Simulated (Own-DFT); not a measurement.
Simulation results for GaP (zincblende, strained, atoms displaced)

All values are calculated (Own-DFT development build). A calculation, not a measurement: plane-wave PBE density functional theory by an unreviewed code, no spin, of a simulated periodic cell, stress positive in tension, free energy of the whole cell less one offset for each atom, forces on such cells passed a denser k mesh, this cell's mesh not checked; offsets are fitted by least squares, one for each functional and potential file, so energies compare only between cells with the same atoms and settings and are not formation energies; the far tail of each file's local potential was reset to the Coulomb form; each entry is a single point on an unrelaxed cell, so the pressure reflects the starting lattice, mostly measured values (interpolated for alloys), from which strain is counted, and rises with the displacements; printed positions are rounded, which can move forces by about a meV/angstrom; the program, named Own-DFT, is a retired in-house code; no spin-orbit coupling.

Common to all runs: functional PBE; potential files PseudoDojo norm-conserving, scalar-relativistic, standard set; wave cutoff 42 hartree; occupations Fermi-Dirac; smearing width 0.1 eV; hardware one NVIDIA H100; k mesh 3 x 3 x 3 centred on Gamma.

(1) GaP (zincblende, strained, atoms displaced)

```
GaP
1.0
     10.8620     0.0000     0.0000
      0.0000    10.8620     0.0000
      0.0000     0.0000    10.9361
Ga P Ga P Ga P Ga P Ga P Ga P Ga P Ga P
4 4 4 4 4 4 4 4 4 4 4 4 4 4 4 4
Direct
  0.00118 0.99337 0.00129
  0.00309 0.25690 0.25558
  0.24388 0.00643 0.23211
  0.25126 0.25693 0.98799
  0.13446 0.11963 0.13119
  0.12874 0.36690 0.37559
  0.37884 0.12929 0.37432
  0.37982 0.37339 0.13212
  0.99936 0.99260 0.50565
  0.00984 0.25924 0.75372
  0.25609 0.00165 0.76284
  0.24047 0.24006 0.51196
  0.12113 0.11666 0.62983
  0.11914 0.36045 0.87858
  0.38121 0.11713 0.87786
  0.35910 0.38552 0.61857
  0.00660 0.50109 0.00704
  0.00899 0.75357 0.24699
  0.26443 0.50582 0.26233
  0.24565 0.75156 0.99519
  0.12159 0.64040 0.12274
  0.12612 0.88890 0.38149
  0.37061 0.62952 0.36422
  0.37544 0.86946 0.12156
  0.00035 0.51259 0.49364
  0.99731 0.74755 0.74805
  0.26771 0.49958 0.73747
  0.24984 0.74135 0.50533
  0.11989 0.61794 0.62439
  0.12502 0.88013 0.87323
  0.36034 0.61230 0.87239
  0.36960 0.87746 0.62207
  0.50636 0.00183 0.99829
  0.50756 0.24124 0.23661
  0.74023 0.99270 0.24400
  0.75339 0.25229 0.99734
  0.62681 0.12732 0.12778
  0.62964 0.36865 0.38814
  0.87820 0.12165 0.37480
  0.88435 0.38817 0.12568
  0.51078 0.99577 0.50150
  0.47979 0.24098 0.74114
  0.75208 0.00127 0.75207
  0.74743 0.24264 0.49834
  0.63087 0.12155 0.61384
  0.62123 0.36219 0.88776
  0.88707 0.13327 0.86738
  0.87767 0.37518 0.63086
  0.49928 0.49715 0.00014
  0.49958 0.72873 0.25281
  0.74543 0.50133 0.25664
  0.73915 0.74600 0.98906
  0.63187 0.62786 0.11867
  0.62908 0.87274 0.38196
  0.87165 0.62536 0.37554
  0.87488 0.89020 0.12183
  0.49340 0.49810 0.50385
  0.49855 0.75810 0.75553
  0.74233 0.49481 0.75296
  0.75025 0.75707 0.49179
  0.61232 0.64022 0.63764
  0.62222 0.87631 0.87551
  0.88444 0.61490 0.85936
  0.86222 0.87626 0.62499
```

The calculation gives: free energy of cell above offsets -28.190 eV; pressure 4.72 GPa; stress xx -4.89 GPa; stress yy -4.81 GPa; stress zz -4.47 GPa; stress yz -0.39 GPa; stress xz 0.15 GPa; stress xy 0.29 GPa; wall time 549 s.

Force:
| element | x (eV/Å) | y (eV/Å) | z (eV/Å) |
| --- | --- | --- | --- |
| Ga | 0.51 | 1.779 | -0.444 |
| Ga | -0.447 | -0.976 | -0.867 |
| Ga | 2.985 | -2.444 | 3.333 |
| Ga | 0.946 | -1.338 | 1.941 |
| P | -2.956 | 3.22 | -3.121 |
| P | 0.375 | 1.653 | 0.731 |
| P | -0.088 | -0.719 | 0.009 |
| P | -0.576 | 0.419 | -0.822 |
| Ga | -0.91 | 0.667 | 0.052 |
| Ga | -1.355 | -1.336 | -2.123 |
| Ga | -0.664 | -0.389 | -1.466 |
| Ga | 0.546 | 0.106 | -1.265 |
| P | 0.188 | 0.219 | 0.928 |
| P | 1.499 | 3.357 | 0.409 |
| P | -0.513 | 1.072 | 0.273 |
| P | 2.149 | -3.438 | -1.53 |
| Ga | 0.274 | 0.655 | -1.146 |
| Ga | -1.456 | 1.358 | 1.195 |
| Ga | -2.69 | -2.296 | -2.253 |
| Ga | 0.37 | 0.124 | -0.217 |
| P | 1.241 | -1.957 | 0.121 |
| P | 0.862 | -1.729 | -0.939 |
| P | 0.834 | 0.232 | 3.6 |
| P | 0.516 | 0.143 | 0.217 |
| Ga | -0.3 | -2.055 | 0.112 |
| Ga | 0.308 | 0.988 | -0.532 |
| Ga | -3.85 | 0.978 | 1.958 |
| Ga | -0.551 | 1.021 | -0.463 |
| P | 0.968 | 0.693 | 0.5 |
| P | -0.385 | -0.998 | -0.231 |
| P | 1.842 | 1.814 | 1.236 |
| P | 0.574 | -0.058 | 0.566 |
| Ga | -0.153 | -0.518 | 1.125 |
| Ga | -1.164 | 1.348 | 2.467 |
| Ga | 0.775 | 0.698 | 0.968 |
| Ga | 1.375 | -0.53 | 0.83 |
| P | 1.185 | -0.983 | -1.596 |
| P | -1.217 | 0.976 | -1.603 |
| P | -0.413 | -0.05 | -0.285 |
| P | -1.393 | -1.433 | 0.766 |
| Ga | -1.632 | 0.304 | -0.473 |
| Ga | 1.622 | 0.73 | -0.364 |
| Ga | -0.131 | 0.744 | 0.274 |
| Ga | 2.109 | 0.427 | 0.29 |
| P | -1.012 | 0.103 | 2.141 |
| P | -0.947 | 0.89 | -2.069 |
| P | -1.054 | -1.091 | 1.033 |
| P | -0.385 | 0.168 | -1.051 |
| Ga | -0.186 | 0.075 | 0.176 |
| Ga | 1.385 | 2.632 | -1.323 |
| Ga | 0.245 | -0.466 | -0.282 |
| Ga | 2.42 | 0.408 | -0.044 |
| P | -0.89 | -1.099 | 0.75 |
| P | -1.36 | -0.245 | -2.106 |
| P | 0.27 | 0.941 | -0.682 |
| P | -0.744 | -2.512 | 0.137 |
| Ga | 0.905 | 0.912 | -0.399 |
| Ga | -1.927 | 0.075 | 0.305 |
| Ga | -0.332 | -0.164 | -0.269 |
| Ga | 0.273 | -1.43 | 1.448 |
| P | 1.46 | -1.92 | -1.771 |
| P | 0.35 | 0.582 | -0.259 |
| P | -1.058 | 0.184 | 1.913 |
| P | 1.377 | -0.519 | 0.194 |

(2) GaP (zincblende, strained, atoms displaced)

```
GaP
1.0
     10.8620     0.0000     0.0000
      0.0000    10.8620     0.0000
      0.0000     0.0000    10.9361
Ga P Ga P Ga P Ga P Ga P Ga P Ga P Ga P
4 4 4 4 4 4 4 4 4 4 4 4 4 4 4 4
Direct
  0.00760 0.00060 0.98789
  0.99582 0.25914 0.25514
  0.25410 0.99865 0.24844
  0.24879 0.26083 0.99933
  0.14676 0.12313 0.12952
  0.12420 0.37338 0.38173
  0.38042 0.11809 0.36682
  0.37693 0.38803 0.12696
  0.99707 0.00126 0.49599
  0.98591 0.25854 0.74452
  0.24727 0.98913 0.74905
  0.25466 0.24673 0.50475
  0.11907 0.12441 0.61693
  0.12401 0.37946 0.87528
  0.38644 0.12199 0.86962
  0.36208 0.36446 0.62405
  0.99929 0.50999 0.00257
  0.01132 0.74288 0.25612
  0.24136 0.49577 0.25273
  0.24991 0.75964 0.00817
  0.12046 0.61708 0.13401
  0.11642 0.87967 0.36788
  0.39109 0.61067 0.38756
  0.36947 0.88462 0.12055
  0.99732 0.50360 0.49569
  0.99215 0.74719 0.75957
  0.23965 0.49938 0.75683
  0.24919 0.73793 0.50844
  0.12001 0.61815 0.62592
  0.11734 0.88136 0.86582
  0.38850 0.63583 0.88853
  0.37997 0.87311 0.61388
  0.50509 0.00265 0.00877
  0.49472 0.24580 0.24755
  0.74635 0.99443 0.25302
  0.75126 0.26581 0.99518
  0.64194 0.13799 0.11762
  0.60684 0.38164 0.38073
  0.88720 0.12802 0.37268
  0.88292 0.37373 0.11982
  0.51634 0.01632 0.49232
  0.49763 0.24594 0.73938
  0.75812 0.99191 0.73302
  0.74374 0.25771 0.49781
  0.61604 0.14060 0.61328
  0.62233 0.36708 0.85936
  0.88797 0.13361 0.86452
  0.88102 0.37310 0.61860
  0.50257 0.48117 0.00917
  0.49742 0.75952 0.25842
  0.74698 0.50016 0.24661
  0.74852 0.76379 0.00639
  0.61946 0.62607 0.11184
  0.63610 0.86588 0.36898
  0.87932 0.62411 0.37246
  0.86662 0.87077 0.11795
  0.49545 0.50474 0.49530
  0.50068 0.75609 0.74038
  0.74910 0.49055 0.75499
  0.75280 0.74235 0.49919
  0.62376 0.63101 0.62729
  0.62626 0.86914 0.86780
  0.87461 0.60479 0.87318
  0.87326 0.86676 0.62805
```

Results for GaP (zincblende, strained, atoms displaced): free energy of cell above offsets -28.017 eV; pressure 4.78 GPa; stress xx -4.83 GPa; stress yy -4.9 GPa; stress zz -4.61 GPa; stress yz 0.7 GPa; stress xz -0.63 GPa; stress xy -0.72 GPa; wall time 547.1 s.

Force:
| element | x (eV/Å) | y (eV/Å) | z (eV/Å) |
| --- | --- | --- | --- |
| Ga | -0.767 | 1.088 | 1.746 |
| Ga | 1.377 | -0.765 | -0.869 |
| Ga | -0.203 | -0.432 | 0.938 |
| Ga | 0.982 | -0.77 | -0.244 |
| P | -2.523 | 1.164 | -1.022 |
| P | 0.287 | -0.087 | -0.176 |
| P | -0.618 | 0.484 | 0.783 |
| P | -1.496 | -2.21 | 1.06 |
| Ga | 0.058 | -0.582 | 0.65 |
| Ga | 2.695 | -0.246 | -0.084 |
| Ga | 1.039 | 1.388 | -1.126 |
| Ga | -0.946 | -1.296 | -1.474 |
| P | 0.527 | -0.068 | 1.131 |
| P | -1.126 | -0.608 | 0.458 |
| P | -1.292 | -0.07 | 0.602 |
| P | 1.441 | 2.278 | 1.002 |
| Ga | 0.591 | -1.271 | -0.043 |
| Ga | -1.508 | 0.697 | -0.744 |
| Ga | 1.138 | 0.17 | 0.855 |
| Ga | -0.744 | -1.118 | -1.058 |
| P | 1.058 | 1.251 | -1.002 |
| P | 1.552 | -0.439 | 0.956 |
| P | -4.526 | 3.993 | -3.923 |
| P | 1.247 | -0.696 | 1.138 |
| Ga | 0.302 | -0.359 | 0.279 |
| Ga | 0.231 | -0.875 | -0.529 |
| Ga | 1.748 | 0.804 | -0.141 |
| Ga | 0.214 | 0.51 | -1.033 |
| P | -0.277 | 0.762 | 0.543 |
| P | 0.854 | -1.934 | 0.812 |
| P | -1.061 | -0.963 | -0.935 |
| P | -0.305 | 0.956 | 0.018 |
| Ga | 0.76 | 0.353 | -1.186 |
| Ga | 0.67 | 0.645 | -0.589 |
| Ga | 1.304 | 1.329 | -0.92 |
| Ga | 0.877 | -0.863 | -1.04 |
| P | -1.357 | -1.116 | 1.207 |
| P | 2.064 | -1.107 | -1.491 |
| P | -2.437 | -0.292 | 0.093 |
| P | -0.732 | 0.761 | 0.514 |
| Ga | -1.039 | -2.214 | -0.746 |
| Ga | -1.016 | 0.344 | 0.599 |
| Ga | -1.554 | 1.905 | 1.728 |
| Ga | 0.788 | 0.106 | -0.928 |
| P | 2.355 | -1.317 | 1.016 |
| P | -0.63 | 0.214 | 1.38 |
| P | -2.136 | -1.331 | 1.221 |
| P | -1.718 | 1.216 | -0.593 |
| Ga | 1.149 | 1.914 | -2.302 |
| Ga | -0.589 | -1.35 | -1.244 |
| Ga | -0.363 | 0.099 | -0.158 |
| Ga | -1.149 | -2.439 | -2.08 |
| P | 0.469 | 0.222 | 1.454 |
| P | -0.667 | 0.944 | 1.36 |
| P | -0.767 | -0.154 | -0.161 |
| P | 2.818 | 1.567 | 1.58 |
| Ga | 2.047 | -2.428 | 4.622 |
| Ga | -0.479 | -0.317 | 0.91 |
| Ga | 0.05 | 0.565 | -1.724 |
| Ga | 0.159 | -0.045 | 0.151 |
| P | 0.438 | -1.536 | -0.249 |
| P | 0.222 | 1.433 | 0.279 |
| P | -0.578 | 2.473 | 0.481 |
| P | 1.094 | -0.337 | -1.751 |

(3) GaP (zincblende, strained, atoms displaced)

```
GaP
1.0
     10.8620     0.0000     0.0000
      0.0000    10.8620     0.0000
      0.0000     0.0000    10.9361
Ga P Ga P Ga P Ga P Ga P Ga P Ga P Ga P
4 4 4 4 4 4 4 4 4 4 4 4 4 4 4 4
Direct
  0.00984 0.98742 0.00883
  0.00280 0.24048 0.25866
  0.24940 0.99806 0.26018
  0.25864 0.25238 0.99283
  0.11029 0.12442 0.11692
  0.12024 0.38165 0.37582
  0.35880 0.12628 0.38366
  0.37287 0.37195 0.13259
  0.98691 0.00398 0.50131
  0.99330 0.25864 0.75918
  0.24864 0.99837 0.75115
  0.24462 0.24820 0.49477
  0.12582 0.13269 0.62859
  0.13534 0.38009 0.88043
  0.38321 0.12382 0.87875
  0.36587 0.38988 0.62460
  0.01151 0.50224 0.99136
  0.00268 0.74525 0.24285
  0.24132 0.50914 0.25444
  0.24527 0.74918 0.00512
  0.12239 0.63163 0.12282
  0.12377 0.87394 0.39011
  0.36965 0.62410 0.37567
  0.36618 0.87142 0.13041
  0.00680 0.49843 0.51345
  0.99779 0.75296 0.75232
  0.23962 0.49205 0.73950
  0.25563 0.76390 0.49618
  0.12998 0.63255 0.60950
  0.12836 0.86494 0.88320
  0.37390 0.61725 0.87727
  0.36564 0.88467 0.62847
  0.50142 0.00264 0.00310
  0.49284 0.25655 0.24519
  0.75236 0.00129 0.24980
  0.75455 0.25277 0.00465
  0.62658 0.13126 0.11098
  0.62417 0.37389 0.38449
  0.87844 0.13170 0.36495
  0.87952 0.37486 0.12579
  0.49043 0.00396 0.50171
  0.49966 0.22990 0.74529
  0.74668 0.00047 0.75625
  0.75278 0.25531 0.50301
  0.62829 0.12977 0.61902
  0.61122 0.37687 0.89935
  0.86767 0.11971 0.87662
  0.86843 0.38038 0.60515
  0.50952 0.50006 0.00479
  0.50750 0.74466 0.25828
  0.75207 0.50375 0.25544
  0.74925 0.74680 0.99356
  0.61521 0.63272 0.13241
  0.62547 0.86322 0.37606
  0.86430 0.62654 0.37379
  0.88035 0.88362 0.13370
  0.50362 0.49627 0.49376
  0.50394 0.74958 0.75877
  0.73755 0.51124 0.74335
  0.75395 0.73614 0.50577
  0.62205 0.63179 0.62084
  0.63433 0.88353 0.88078
  0.87451 0.61822 0.88607
  0.87848 0.87427 0.61961
```

Results for GaP (zincblende, strained, atoms displaced): free energy of cell above offsets -28.856 eV; pressure 4.59 GPa; stress xx -4.86 GPa; stress yy -4.84 GPa; stress zz -4.06 GPa; stress yz -0.9 GPa; stress xz 0.98 GPa; stress xy 0.18 GPa; wall time 566.6 s.

Force:
| element | x (eV/Å) | y (eV/Å) | z (eV/Å) |
| --- | --- | --- | --- |
| Ga | -1.199 | 0.23 | -1.348 |
| Ga | 0.918 | 2.139 | -1.739 |
| Ga | -1.115 | -0.085 | -0.903 |
| Ga | -0.341 | -0.571 | 1.258 |
| P | 2.606 | 0.884 | 0.965 |
| P | 0.052 | -0.717 | -0.11 |
| P | 2.203 | -0.112 | -1.485 |
| P | -1.054 | 1.729 | -0.937 |
| Ga | 1.322 | 0.679 | -0.133 |
| Ga | -0.073 | -0.344 | -0.598 |
| Ga | -0.78 | 0.851 | 0.985 |
| Ga | -0.467 | 1.744 | 1.232 |
| P | -1.039 | -0.378 | 0.343 |
| P | -0.863 | -0.677 | -0.93 |
| P | -1.226 | -0.766 | -0.553 |
| P | 1.832 | -2.694 | -1.009 |
| Ga | -0.723 | -0.385 | 1.57 |
| Ga | -0.844 | 0.963 | 1.749 |
| Ga | 0.291 | -0.735 | -0.601 |
| Ga | 1.579 | -0.523 | -0.345 |
| P | 0.217 | -1.288 | 0.011 |
| P | -1.249 | 0.64 | -1.915 |
| P | 0.783 | 0.455 | 0.286 |
| P | 1.319 | 0.466 | 0.168 |
| Ga | -0.533 | 0.758 | -1.89 |
| Ga | 0.225 | -0.682 | -0.161 |
| Ga | -0.083 | 2.105 | 0.769 |
| Ga | 0.63 | -1.08 | 0.35 |
| P | -0.283 | 0.174 | 2.044 |
| P | -0.411 | 1.058 | -1.344 |
| P | -0.261 | 0.352 | -0.055 |
| P | 1.756 | -1.217 | 0.266 |
| Ga | -0.441 | -0.957 | 0.553 |
| Ga | 1.072 | -1.454 | 1.298 |
| Ga | -1.142 | 0.234 | 0.009 |
| Ga | 0.317 | 0.568 | -0.699 |
| P | -0.401 | -0.559 | 2.482 |
| P | 0.217 | -0.496 | -1.825 |
| P | -1.933 | -1.256 | 2.173 |
| P | 0.417 | 0.4 | 0.429 |
| Ga | 0.74 | -0.379 | -0.435 |
| Ga | -0.326 | 2.682 | 0.282 |
| Ga | 0.587 | 0.21 | -1.728 |
| Ga | -0.43 | -1.297 | -1.462 |
| P | 0.228 | -1.192 | 0.086 |
| P | 2.456 | -2.113 | -3.915 |
| P | 1.309 | 0.567 | 0.452 |
| P | 0.594 | 0.581 | 3.608 |
| Ga | -2.553 | 1.681 | 1.71 |
| Ga | -2.163 | 0.718 | -0.097 |
| Ga | -0.807 | -0.815 | -1 |
| Ga | 0.181 | 0.501 | 1.763 |
| P | 1.885 | -1.11 | -1.213 |
| P | 0.467 | 1.886 | 1.038 |
| P | 2.456 | -0.294 | 0.126 |
| P | -0.637 | -1.581 | -0.795 |
| Ga | -1.179 | 0.874 | 0.939 |
| Ga | -0.68 | 0.536 | -0.064 |
| Ga | 0.575 | -1.498 | 1.238 |
| Ga | 0.038 | 1.757 | -0.387 |
| P | -1.217 | -0.313 | 0.396 |
| P | -1.417 | -1.112 | -0.096 |
| P | -0.132 | 0.422 | -2.016 |
| P | -1.274 | -0.161 | 1.207 |

(4) GaP (zincblende, strained, atoms displaced)

```
GaP
1.0
     10.8620     0.0000     0.0000
      0.0000    10.8620     0.0000
      0.0000     0.0000    10.9361
Ga P Ga P Ga P Ga P Ga P Ga P Ga P Ga P
4 4 4 4 4 4 4 4 4 4 4 4 4 4 4 4
Direct
  0.99766 0.97913 0.00163
  0.98899 0.24930 0.24703
  0.23639 0.01166 0.24809
  0.26606 0.24089 0.99738
  0.13291 0.12631 0.12654
  0.11594 0.37397 0.36838
  0.36663 0.13734 0.37707
  0.37714 0.38202 0.11472
  0.99885 0.00483 0.49883
  0.00041 0.23608 0.75645
  0.25327 0.00264 0.75190
  0.24180 0.23948 0.49634
  0.12027 0.11917 0.61543
  0.12971 0.37645 0.87965
  0.37823 0.12511 0.88396
  0.36749 0.37197 0.61758
  0.99325 0.49319 0.00969
  0.00119 0.74149 0.23986
  0.25533 0.49228 0.24597
  0.25744 0.75125 0.00765
  0.11655 0.60317 0.12666
  0.12950 0.87644 0.38053
  0.36710 0.63163 0.38039
  0.37626 0.87291 0.11950
  0.00159 0.50350 0.49982
  0.00118 0.75423 0.75325
  0.25309 0.50742 0.74938
  0.24518 0.74456 0.49889
  0.11825 0.60317 0.62302
  0.13611 0.88006 0.87784
  0.36909 0.62539 0.87584
  0.38031 0.86264 0.62448
  0.49470 0.01330 0.01195
  0.50110 0.25367 0.25232
  0.73722 0.00610 0.24590
  0.75271 0.24172 0.00223
  0.62276 0.12449 0.12519
  0.63472 0.38101 0.37633
  0.85998 0.12174 0.37772
  0.86718 0.37408 0.12100
  0.49565 0.00289 0.49811
  0.49940 0.26798 0.74831
  0.75975 0.98769 0.75453
  0.74716 0.25003 0.49736
  0.63551 0.12182 0.62630
  0.62119 0.36808 0.87378
  0.87401 0.11890 0.86426
  0.88710 0.38468 0.62851
  0.49828 0.49131 0.99658
  0.50397 0.75493 0.26320
  0.75151 0.50470 0.25779
  0.74539 0.74985 0.00184
  0.62387 0.62128 0.12339
  0.62726 0.88177 0.38204
  0.87812 0.62700 0.37788
  0.87543 0.88208 0.13055
  0.48954 0.52449 0.50386
  0.50049 0.74737 0.73476
  0.75832 0.48962 0.75619
  0.74882 0.74694 0.49758
  0.63610 0.63774 0.61843
  0.62491 0.87225 0.87073
  0.87709 0.62689 0.87538
  0.88194 0.87718 0.62135
```

The calculation gives: free energy of cell above offsets -29.992 eV; pressure 4.31 GPa; stress xx -4.63 GPa; stress yy -4.1 GPa; stress zz -4.2 GPa; stress yz 0.17 GPa; stress xz 0.06 GPa; stress xy -0.39 GPa; wall time 558 s.

Force:
| element | x (eV/Å) | y (eV/Å) | z (eV/Å) |
| --- | --- | --- | --- |
| Ga | 0.792 | 2.23 | -0.604 |
| Ga | 0.259 | -0.557 | 0.036 |
| Ga | 1.869 | -1.812 | 1.228 |
| Ga | -2.214 | 1.719 | 0.902 |
| P | -2.277 | 0.959 | -1.588 |
| P | 0.635 | -0.227 | 0.413 |
| P | 1.403 | -1.686 | -1.153 |
| P | -0.082 | -1.642 | 1.456 |
| Ga | -0.628 | -0.899 | -1.036 |
| Ga | 1.101 | 1.883 | -0.807 |
| Ga | 0.429 | -0.092 | -0.692 |
| Ga | -0.806 | 1.888 | 0.358 |
| P | 0.757 | 0.419 | 1.811 |
| P | -0.182 | -0.849 | -0.108 |
| P | 0.952 | -0.218 | -2.676 |
| P | 0.259 | 0.873 | 0.201 |
| Ga | 0.003 | -0.286 | -2.1 |
| Ga | 0.213 | 0.74 | 1.017 |
| Ga | -0.447 | 0.248 | 0.811 |
| Ga | -1.371 | -1.03 | -0.565 |
| P | 1.598 | 2.164 | 0.149 |
| P | -0.866 | -0.124 | -1.015 |
| P | 0.161 | -0.46 | -1.986 |
| P | 0.38 | 0.869 | 2.136 |
| Ga | -0.76 | -1.124 | -1.44 |
| Ga | 0.623 | -0.469 | -0.417 |
| Ga | -0.326 | -1.463 | 0.123 |
| Ga | -0.841 | 0.291 | 1.365 |
| P | 1.251 | 3.333 | 1.074 |
| P | -0.568 | -1.215 | -0.122 |
| P | 1.384 | 0.269 | -0.297 |
| P | -1.644 | 1.959 | -0.837 |
| Ga | 0.459 | -2.002 | -1.211 |
| Ga | 0.062 | 0.839 | 0.07 |
| Ga | 0.944 | -0.857 | 0.766 |
| Ga | -0.142 | 0.047 | -0.909 |
| P | -0.151 | 1.115 | 0.227 |
| P | -1.868 | 0.071 | 0.42 |
| P | 1.349 | 0.166 | -0.756 |
| P | -0.392 | -0.265 | 0.838 |
| Ga | -0.009 | 0.515 | 0.641 |
| Ga | -0.438 | -2.154 | -1.068 |
| Ga | -1.04 | 0.059 | -0.872 |
| Ga | 0.427 | 0.767 | 1.173 |
| P | -1.23 | 0.171 | 0.452 |
| P | 1.357 | 0.809 | 0.837 |
| P | 0.095 | -0.384 | 2.323 |
| P | -0.809 | -2.047 | -0.229 |
| Ga | 0.753 | 1.591 | -0.695 |
| Ga | -0.271 | -0.272 | -1.101 |
| Ga | 0.102 | 0.026 | -0.954 |
| Ga | 0.357 | 0.146 | -0.154 |
| P | -0.302 | 0.226 | 0.67 |
| P | -0.067 | -0.242 | -0.575 |
| P | 0.017 | 0.269 | -0.427 |
| P | -1.077 | -1.329 | 0.351 |
| Ga | 1.271 | -1.904 | 0.361 |
| Ga | 0.784 | -0.515 | 2.199 |
| Ga | -0.512 | 0.969 | -0.272 |
| Ga | 1.461 | 1.576 | -0.682 |
| P | -1.023 | -2.495 | 1.618 |
| P | -0.746 | 0.347 | 0.668 |
| P | -0.132 | -0.146 | 0.674 |
| P | -0.284 | -0.789 | -0.023 |
